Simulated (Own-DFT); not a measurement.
# Point defects and the pressure they add: zincblende GaAs

Everything here is calculated. The program is Own-DFT (plane waves, in-house, since retired, never reviewed by a person); positions were held fixed, and spin and spin-orbit coupling were off.

Method: PBE; PseudoDojo norm-conserving scalar-relativistic files; cutoff 42 hartree; 3 x 3 x 3 k mesh centred on Gamma; Fermi-Dirac smearing of 0.1 eV.

Limits (not all hold for every row): not probed for a lower state with spin; forces not confirmed at this smearing and k mesh; stress not checked against mesh or cutoff.

All runs share one cell, with vectors in Å (11.737, 0.000, 0.000); (0.000, 11.737, 0.000); (0.000, 0.000, 10.919) and a volume of 1504.3 Å³, strained against the parent crystal. Atoms were moved at random from their sites; u is the rms move along one axis. The defect's site can differ from row to row.

| cell | formula | u (Å) | P (GPa) |
|---|---|---|---|
| no defect | As32Ga32 | 0.0297 | 0.79 |
| no defect | As32Ga32 | 0.0497 | 1.09 |
| no defect | As32Ga32 | 0.0511 | 1.05 |
| one P on an As site | As31Ga32P | 0.0286 | 0.54 |
| one P on an As site | As31Ga32P | 0.0316 | 0.53 |
| one P on an As site | As31Ga32P | 0.0472 | ? |
| one P on an As site | As31Ga32P | 0.0495 | 0.86 |
| one As vacancy and one Ga vacancy | As31Ga31 | 0.0269 | 0.40 |
| one As vacancy and one Ga vacancy | As31Ga31 | 0.0512 | 0.85 |
| one As vacancy and one Ga vacancy | As31Ga31 | 0.0522 | 0.55 |
| one In on a Ga site | As32Ga31In | 0.0280 | 1.32 |
| one In on a Ga site | As32Ga31In | 0.0467 | 1.60 |
| one In on a Ga site | As32Ga31In | 0.0502 | 1.51 |
| one Al on a Ga site | AlAs32Ga31 | 0.0290 | 0.73 |
| one Al on a Ga site | AlAs32Ga31 | 0.0303 | 0.73 |
| one Al on a Ga site | AlAs32Ga31 | 0.0561 | 1.20 |

## Fit

P = P0 + c u² + a shift for each defect gives P0 = 0.63 GPa, c = 176 ± 27 GPa/Å² and a scatter of 0.09 GPa. The shifts, and each times the cell's volume:

- one In on a Ga site: 0.53 ± 0.07 GPa, 4.9 eV
- one Al on a Ga site: -0.03 ± 0.07 GPa, -0.2 eV (not resolved)
- one P on an As site: -0.23 ± 0.08 GPa, -2.2 eV
- one As vacancy and one Ga vacancy: -0.38 ± 0.07 GPa, -3.6 eV

Positive is outwards. The product with the volume (160.2 GPa Å³ to the eV) is nearly free of the cell's size; divided by the bulk modulus at the cell's pressure it gives the volume that the defect adds. The atoms around the defects weren't relaxed, which would change these numbers.

## Prediction

Q: what pressure belongs in the blank (one P on an As site, u = 0.0472 Å)?

The fitted form gives 0.78 ± 0.11 GPa. The calculation gave 0.73 GPa.
